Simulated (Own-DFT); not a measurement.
Simulation results for HfTi$_{23}$O$_{48}$ (rutile with substituted atoms, atoms displaced)

Computed with Own-DFT development build. A calculation, not a measurement: plane-wave PBE density functional theory by an unreviewed code, no spin, of a simulated periodic cell, stress positive in tension, free energy of the whole cell less one offset for each atom, defect cell not probed for a lower state with spin; hafnium file: forces about 75 meV/angstrom off all-electron values; oxygen file: force components 24 meV/angstrom off all-electron in one glass; forces on such cells passed a denser k mesh, this cell's mesh not checked; offsets are fitted by least squares, one for each functional and potential file, so energies compare only between cells with the same atoms and settings and are not formation energies; the far tail of each file's local potential was reset to the Coulomb form; each entry is a single point on an unrelaxed cell, so the pressure reflects the starting lattice, mostly measured values (interpolated for alloys), from which strain is counted, and rises with the displacements; printed positions are rounded, which can move forces by about a meV/angstrom; the program, named Own-DFT, is a retired in-house code; no spin-orbit coupling; before rounding, a Quantum ESPRESSO 7.3.1 run of the same cell and cutoff gave forces within 1 meV/angstrom rms on each cell, which checks the program and not the settings.

Common to all runs: functional PBE; potential files PseudoDojo norm-conserving, scalar-relativistic, standard set; wave cutoff 72 hartree; occupations Fermi-Dirac; smearing width 0.1 eV; k mesh 3 x 3 x 3 centred on Gamma.

(1) HfTi$_{23}$O$_{48}$ (rutile with substituted atoms, atoms displaced)

```xyz
72
Lattice="9.1874 0.0000 0.0000 0.0000 9.1874 0.0000 0.0000 0.0000 8.8761" Properties=species:S:1:pos:R:3 HfTi23O48
Ti     0.0472     0.0373     8.8271
Ti     2.3061     2.2823     1.4309
O      1.4164     1.4257     0.0344
O      3.1730     3.1716     0.0478
O      3.6656     0.9375     1.4620
O      0.8381     3.7497     1.4936
Ti     9.1294     9.1621     2.9444
Ti     2.2673     2.3107     4.3801
O      1.3891     1.4361     2.9806
O      3.2007     3.2224     2.9451
O      3.6799     0.8599     4.4055
O      0.9744     3.7184     4.4854
Ti     9.1717     0.0280     5.9744
Ti     2.2817     2.2975     7.3590
O      1.4133     1.3954     5.9504
O      3.1522     3.2503     5.9419
O      3.7033     0.9076     7.3990
O      0.8766     3.6766     7.4238
Ti     0.0312     4.5619     0.0250
Ti     2.3051     6.8876     1.4506
O      1.4182     6.0433     8.8507
O      3.1880     7.8035     0.0411
O      3.7058     5.5079     1.4645
O      0.9177     8.3026     1.4968
Ti     9.1293     4.6262     2.9886
Ti     2.2739     6.9180     4.4208
O      1.4246     6.0051     2.9791
O      3.2022     7.8472     2.9862
O      3.6821     5.4430     4.4724
O      0.9118     8.2826     4.4372
Hf     0.0465     4.5887     5.8888
Ti     2.3040     6.8650     7.3832
O      1.3637     5.9963     5.9413
O      3.1501     7.7079     5.9138
O      3.6381     5.5255     7.4041
O      0.8567     8.2773     7.4027
Ti     4.6171     9.1759     8.8696
Ti     6.9058     2.3183     1.4562
O      6.0617     1.3957     0.0281
O      7.7420     3.1792     8.8343
O      8.2923     0.9137     1.4485
O      5.4700     3.7125     1.4681
Ti     4.5734     0.0047     2.9584
Ti     6.8232     2.3230     4.4313
O      6.0073     1.3991     2.9683
O      7.7640     3.2061     2.9236
O      8.2845     0.9265     4.4267
O      5.4728     3.6704     4.4828
Ti     4.5894     0.0009     5.9806
Ti     6.8448     2.2924     7.3850
O      6.0197     1.3816     5.8861
O      7.8067     3.1625     5.9042
O      8.3143     0.8582     7.4445
O      5.5290     3.7055     7.3477
Ti     4.5973     4.6041     0.0095
Ti     6.9394     6.8409     1.4746
O      6.0158     6.0225     8.8551
O      7.7893     7.7533     8.8748
O      8.2712     5.5048     1.5075
O      5.5065     8.3396     1.4842
Ti     4.6258     4.6163     2.9472
Ti     6.8715     6.8839     4.4407
O      6.0001     5.9936     3.0004
O      7.7684     7.7871     3.0156
O      8.2966     5.4555     4.4333
O      5.4542     8.2807     4.5079
Ti     4.6167     4.5981     5.9241
Ti     6.9146     6.8871     7.4308
O      6.0276     5.9920     5.9534
O      7.7818     7.8008     5.9128
O      8.3236     5.5189     7.4179
O      5.4812     8.3224     7.3375
```

```
free energy of cell above offsets : -19.883 eV
pressure                          : 8.49 GPa
stress xx                         : -8.18 GPa
stress yy                         : -8.24 GPa
stress zz                         : -9.05 GPa
stress yz                         : -0.25 GPa
stress xz                         : -0.13 GPa
stress xy                         : 0 GPa
```

Force:
```tsv
element	x (eV/Å)	y (eV/Å)	z (eV/Å)
Ti	0.11	-0.556	1.493
Ti	0.128	0.117	1.234
O	-0.678	-0.622	-0.622
O	0.845	1.034	-0.726
O	0.588	-0.486	-0.129
O	0.537	-0.481	-0.025
Ti	0.383	0.531	0.48
Ti	0.709	-0.338	-0.38
O	-0.251	-0.154	-0.112
O	0.119	0.017	0.158
O	-0.179	0.687	0.524
O	0.856	-1.276	-3.277
Ti	-0.199	-0.392	-1.791
Ti	0.392	0.445	-0.405
O	-0.21	-0.117	-0.048
O	0.286	-0.377	0.408
O	-0.174	0.207	0.361
O	1.125	-1.145	2.312
Ti	-0.101	0.125	-0.624
Ti	-0.456	0.538	0.495
O	-0.713	-0.829	0.785
O	0.509	0.395	-0.391
O	0.342	-0.166	-0.013
O	-0.203	-0.071	-0.037
Ti	0.731	-0.458	-0.764
Ti	0.045	0.191	0.036
O	-0.454	-0.426	-0.436
O	-0.21	-0.787	-0.383
O	0.299	0.291	-0.479
O	-0.383	0.303	0.089
Hf	-1.355	-0.239	2.163
Ti	-0.062	0.204	-0.479
O	2.021	2.113	-0.023
O	0.915	1.252	0.283
O	1.115	-0.925	0.403
O	0.421	0.071	-0.03
Ti	-0.124	-0.095	0.905
Ti	0.293	-0.584	0.51
O	-1.042	-0.565	-0.6
O	0.726	0.759	0.246
O	0.052	-0.143	0.253
O	0.171	0.05	-0.191
Ti	0.061	0.116	0.661
Ti	0.869	-0.706	-0.102
O	-0.181	0.088	-0.281
O	0.394	0.504	0.357
O	0.362	-0.365	0.151
O	-0.042	0.36	-0.459
Ti	-0.462	0.004	-1.898
Ti	0.364	0.281	-0.463
O	-0.468	-0.18	0.487
O	-1.485	-1.353	0.336
O	-0.692	0.807	-0.425
O	-0.461	-0.005	0.878
Ti	-0.425	-0.094	-0.152
Ti	-0.299	1.003	-0.185
O	-0.817	-0.655	0.579
O	0.187	0.479	0.583
O	-0.066	0.104	-0.088
O	0.096	-0.455	-0.366
Ti	-1.067	-0.215	0.736
Ti	-0.418	0.876	1.01
O	-0.249	-0.258	-0.526
O	0.085	-0.018	-0.616
O	-1.698	1.58	-2.058
O	0.458	-0.383	-0.583
Ti	-0.792	0.427	-0.534
Ti	0.956	-0.258	-0.852
O	-0.391	-0.347	-0.231
O	0.184	0.077	-0.007
O	-1.231	0.914	1.812
O	0.304	-0.427	1.06
```

(2) HfTi$_{23}$O$_{48}$ (rutile with substituted atoms, atoms displaced)

```xyz
72
Lattice="9.1874 0.0000 0.0000 0.0000 9.1874 0.0000 0.0000 0.0000 8.8761" Properties=species:S:1:pos:R:3 HfTi23O48
Ti     9.1623     9.1401     8.8677
Ti     2.2398     2.2877     1.4898
O      1.3977     1.4389     8.8519
O      3.2018     3.1868     8.8656
O      3.6967     0.9075     1.4855
O      0.9270     3.6640     1.4787
Ti     0.0038     9.1595     2.9440
Ti     2.2904     2.3144     4.4539
O      1.3602     1.4005     3.0006
O      3.1758     3.1978     2.9689
O      3.6817     0.8989     4.4310
O      0.9855     3.7093     4.3667
Ti     0.0665     0.0041     5.9279
Ti     2.3232     2.3524     7.4276
O      1.3944     1.3829     5.9511
O      3.1762     3.2121     5.9619
O      3.7206     0.8825     7.4362
O      0.8462     3.7287     7.3683
Ti     9.1680     4.5550     0.0558
Ti     2.2316     6.8826     1.4948
O      1.3828     6.0076     8.8611
O      3.1871     7.8062     8.8430
O      3.7042     5.5567     1.4977
O      0.9124     8.3036     1.4695
Ti     9.1755     4.5777     3.0038
Ti     2.3461     6.9302     4.4758
O      1.3270     6.0165     2.9543
O      3.2098     7.7913     2.9693
O      3.7037     5.4779     4.4341
O      0.9122     8.2939     4.4227
Ti     0.0083     4.5248     5.9062
Ti     2.2805     6.8487     7.4041
O      1.3728     5.9947     5.9311
O      3.1579     7.7996     5.8879
O      3.6785     5.4423     7.3757
O      0.8833     8.2969     7.4222
Ti     4.5004     0.0390     8.8340
Ti     6.8443     2.3001     1.4881
O      6.0094     1.4296     0.0207
O      7.7461     3.1322     8.8452
O      8.2857     0.9100     1.4890
O      5.5206     3.7176     1.4787
Ti     4.6243     0.0042     2.9783
Hf     6.9084     2.3086     4.4827
O      5.9528     1.4162     2.9767
O      7.7875     3.2021     2.9949
O      8.3111     0.8706     4.4437
O      5.4900     3.6724     4.4644
Ti     4.6145     0.0180     5.9255
Ti     6.8676     2.2780     7.3970
O      6.0477     1.3944     5.9069
O      7.8199     3.1883     5.9176
O      8.3457     0.8718     7.3405
O      5.4976     3.6621     7.3690
Ti     4.5601     4.6151     8.8739
Ti     6.8490     6.9057     1.5447
O      6.0051     5.9680     0.0093
O      7.7769     7.8521     0.0636
O      8.2345     5.4408     1.5165
O      5.4947     8.3063     1.4639
Ti     4.5781     4.6374     2.9187
Ti     6.9025     6.9135     4.4449
O      6.0578     6.0039     2.9022
O      7.7677     7.7557     2.9825
O      8.2903     5.4606     4.4493
O      5.5057     8.3768     4.4242
Ti     4.5691     4.5995     5.9137
Ti     6.9190     6.8773     7.4073
O      5.9939     5.9801     5.9306
O      7.8319     7.8233     5.9159
O      8.2917     5.4569     7.4515
O      5.4889     8.3007     7.4145
```

```
free energy of cell above offsets : -19.786 eV
pressure                          : 8.07 GPa
stress xx                         : -7.62 GPa
stress yy                         : -7.82 GPa
stress zz                         : -8.77 GPa
stress yz                         : 0.58 GPa
stress xz                         : -0.19 GPa
stress xy                         : 0 GPa
```

Force:
```tsv
element	x (eV/Å)	y (eV/Å)	z (eV/Å)
Ti	-0.485	0.741	-0.24
Ti	0.312	-0.789	0.359
O	0.009	-0.145	0.166
O	0.263	0.476	0.327
O	-0.32	0.159	-0.107
O	-0.423	0.509	-0.067
Ti	-0.266	0.789	0.624
Ti	0.379	-0.716	-0.241
O	0.413	0.152	-0.332
O	0.488	0.289	-0.216
O	0.038	0.124	0.571
O	-0.698	0.258	0.967
Ti	-0.261	0.203	-0.399
Ti	-0.861	-0.407	-0.114
O	0.714	0.66	-0.223
O	0.06	-0.082	-0.375
O	-0.728	0.98	-1.297
O	1.028	-0.804	0.576
Ti	-0.886	0.226	-0.277
Ti	0.072	0.382	0.52
O	-0.006	-0.332	0.278
O	-0.258	-0.396	0.122
O	0.173	-0.632	-0.26
O	0.179	-0.167	0.051
Ti	-0.508	0.324	-0.704
Ti	-0.776	-0.02	-0.755
O	0.632	0.21	-0.344
O	-0.314	-0.381	-0.107
O	-0.115	0.308	-0.212
O	0.347	-0.441	-0.218
Ti	-0.083	0.71	0.639
Ti	-0.396	0.344	0.067
O	0.281	0.076	-0.114
O	0.677	0.297	0.596
O	-0.214	0.567	0.485
O	0.748	-0.758	0.039
Ti	0.808	-0.79	1.763
Ti	0.453	-0.46	-0.155
O	-0.523	-0.539	-0.314
O	1.084	0.938	0.345
O	0.163	-0.162	0.196
O	-0.738	0.422	0.024
Ti	-0.35	0.39	-1.313
Hf	0.323	-0.446	-2.149
O	-0.717	-0.842	-1.974
O	1.44	1.218	-2.545
O	1.236	-1.327	-0.329
O	-2.086	2.206	-0.274
Ti	0.192	-0.021	-0.089
Ti	0.222	-0.156	1.265
O	-2.425	-2.251	2.902
O	1.532	1.513	2.488
O	-0.765	0.563	0.694
O	-0.345	0.377	0.301
Ti	0.947	-0.045	-0.241
Ti	0.028	0.56	-1.667
O	-0.215	0.109	-0.394
O	-0.076	-0.619	-0.728
O	0.691	-0.146	-0.648
O	0.041	-0.235	0.317
Ti	0	-0.928	0.769
Ti	0.444	-0.044	0.903
O	-1.37	-0.865	1.564
O	0.587	0.519	0.144
O	-0.312	0.307	0.05
O	0.594	-1.181	0.706
Ti	0.846	-0.491	-0.529
Ti	0.093	-0.029	0.272
O	0.215	0.531	-0.07
O	-0.999	-1.172	-0.137
O	-0.325	0.523	-0.413
O	0.093	-0.142	-0.52
```

(3) HfTi$_{23}$O$_{48}$ (rutile with substituted atoms, atoms displaced)

```xyz
72
Lattice="9.1874 0.0000 0.0000 0.0000 9.1874 0.0000 0.0000 0.0000 8.8761" Properties=species:S:1:pos:R:3 HfTi23O48
Ti     0.0182     0.0401     0.0212
Ti     2.2732     2.2715     1.4360
O      1.4034     1.3624     8.8621
O      3.1956     3.1592     0.0038
O      3.6869     0.8432     1.4267
O      0.8750     3.7296     1.4590
Ti     0.0018     9.1749     2.9824
Ti     2.3611     2.2449     4.4458
O      1.3936     1.3469     3.0139
O      3.2385     3.1734     2.9465
O      3.7042     0.9324     4.4098
O      0.9316     3.6564     4.4318
Ti     0.0729     9.1113     5.9322
Ti     2.3223     2.2909     7.3378
O      1.3865     1.4048     5.9445
O      3.2196     3.2443     5.9014
O      3.6784     0.8788     7.3803
O      0.9103     3.6740     7.4412
Ti     0.0269     4.5902     8.8508
Hf     2.2335     6.8756     1.5111
O      1.4050     5.9886     0.0542
O      3.1952     7.7901     0.0032
O      3.6849     5.5406     1.4771
O      0.9319     8.2699     1.4873
Ti     0.0057     4.5620     2.9980
Ti     2.2996     6.8921     4.4153
O      1.4411     5.9748     2.9530
O      3.2072     7.7309     2.9975
O      3.6726     5.4638     4.4491
O      0.9346     8.2024     4.4621
Ti     9.1456     4.6269     5.9102
Ti     2.2996     6.8983     7.3701
O      1.4682     5.9897     5.9146
O      3.1696     7.8545     5.9390
O      3.7026     5.4821     7.4179
O      0.9115     8.3475     7.4277
Ti     4.5950     9.1478     8.8732
Ti     6.8558     2.2937     1.4904
O      5.9765     1.3834     8.8759
O      7.7700     3.2074     0.0089
O      8.3430     0.9263     1.5200
O      5.4822     3.7436     1.4652
Ti     4.6160     0.0327     2.9291
Ti     6.9036     2.2619     4.4700
O      5.9780     1.4302     2.9678
O      7.7815     3.2219     2.9258
O      8.2882     0.9242     4.4482
O      5.4326     3.7104     4.4435
Ti     4.6160     9.1323     5.9888
Ti     6.9152     2.2760     7.3745
O      6.0187     1.4354     5.9300
O      7.7713     3.2040     5.8884
O      8.2703     0.9205     7.3973
O      5.4271     3.7154     7.3693
Ti     4.5848     4.6068     8.8433
Ti     6.9693     6.8957     1.5272
O      5.9917     6.0056     0.0236
O      7.7576     7.7711     8.8671
O      8.2976     5.5232     1.4736
O      5.5489     8.3327     1.4488
Ti     4.6173     4.5869     2.8994
Ti     6.8741     6.9117     4.4520
O      6.0057     5.9911     3.0330
O      7.8537     7.7695     2.9074
O      8.3514     5.5065     4.4483
O      5.4447     8.2630     4.4653
Ti     4.6102     4.5576     5.9038
Ti     6.9230     6.9265     7.4075
O      6.0091     5.9517     5.9371
O      7.7672     7.8091     5.9682
O      8.3233     5.5870     7.3964
O      5.5157     8.3222     7.3450
```

```
free energy of cell above offsets : -19.436 eV
pressure                          : 8.15 GPa
stress xx                         : -7.92 GPa
stress yy                         : -7.74 GPa
stress zz                         : -8.78 GPa
stress yz                         : -0.29 GPa
stress xz                         : -0.42 GPa
stress xy                         : 0.62 GPa
```

Force:
```tsv
element	x (eV/Å)	y (eV/Å)	z (eV/Å)
Ti	-0.462	0.037	0.291
Ti	0.302	0.629	0.587
O	-0.016	0.204	0.12
O	-0.209	-0.148	0.299
O	-0.286	0.36	0.63
O	0.6	-0.79	0.268
Ti	0.375	0.685	-0.371
Ti	-0.001	0.574	-0.931
O	0.292	0.253	-0.482
O	-0.664	-0.424	-0.361
O	0.384	-0.412	0.094
O	-0.742	0.677	0.17
Ti	-0.442	0.531	0.029
Ti	0.23	0.499	0.366
O	0.044	-0.25	-0.23
O	-1.108	-1.298	0.44
O	0.128	0.275	0.038
O	-0.325	0.271	-0.553
Ti	-0.136	0.091	0.449
Hf	2.135	0.471	-1.016
O	-1.737	-1.627	-3.737
O	1.3	1.107	-2.147
O	2.386	-2.408	-0.029
O	-3.136	3.263	-0.099
Ti	0.361	-0.379	-0.499
Ti	1.433	-1.171	0.28
O	-2.345	-2.143	3.371
O	1.826	2.141	1.764
O	-0.038	0.443	-0.147
O	-1.401	1.337	0.151
Ti	0.828	-0.223	0.117
Ti	0.681	-0.634	0.344
O	-0.873	-0.488	0.606
O	0.119	-0.231	0.156
O	-0.696	0.779	-0.031
O	-0.034	-0.542	-0.197
Ti	-0.328	-0.209	0.432
Ti	0.301	0.51	-0.727
O	0.304	0.41	-0.069
O	-0.123	-0.027	-0.112
O	-0.371	-0.137	-0.153
O	0.605	-0.802	0.007
Ti	-0.491	-0.603	0.306
Ti	-0.165	0.509	-0.405
O	-0.142	-0.357	-0.06
O	-0.138	-0.088	0.341
O	0.335	-0.707	-0.021
O	1.07	-0.769	-0.348
Ti	-0.666	0.455	-1.172
Ti	-0.122	0.269	1.077
O	-0.519	-0.476	-0.28
O	0.405	0.57	0.301
O	0.399	-0.392	0.034
O	1.019	-0.888	0.673
Ti	0.137	0.775	0.017
Ti	-0.659	-0.984	-1.33
O	-0.058	-0.041	-0.241
O	0.812	0.896	0.32
O	0.031	-0.085	0.257
O	-0.289	-0.036	0.598
Ti	-0.944	0.35	0.878
Ti	-0.89	-0.441	0.45
O	0.414	0.419	-0.241
O	-0.233	0.238	1.22
O	-0.38	0.348	0.181
O	0.748	0.034	-0.416
Ti	-0.066	0.9	-0.765
Ti	-0.596	-1.081	0.728
O	0.623	0.79	-0.518
O	0.589	0.424	-0.837
O	0.461	-0.92	-0.382
O	0.152	-0.311	0.517
```
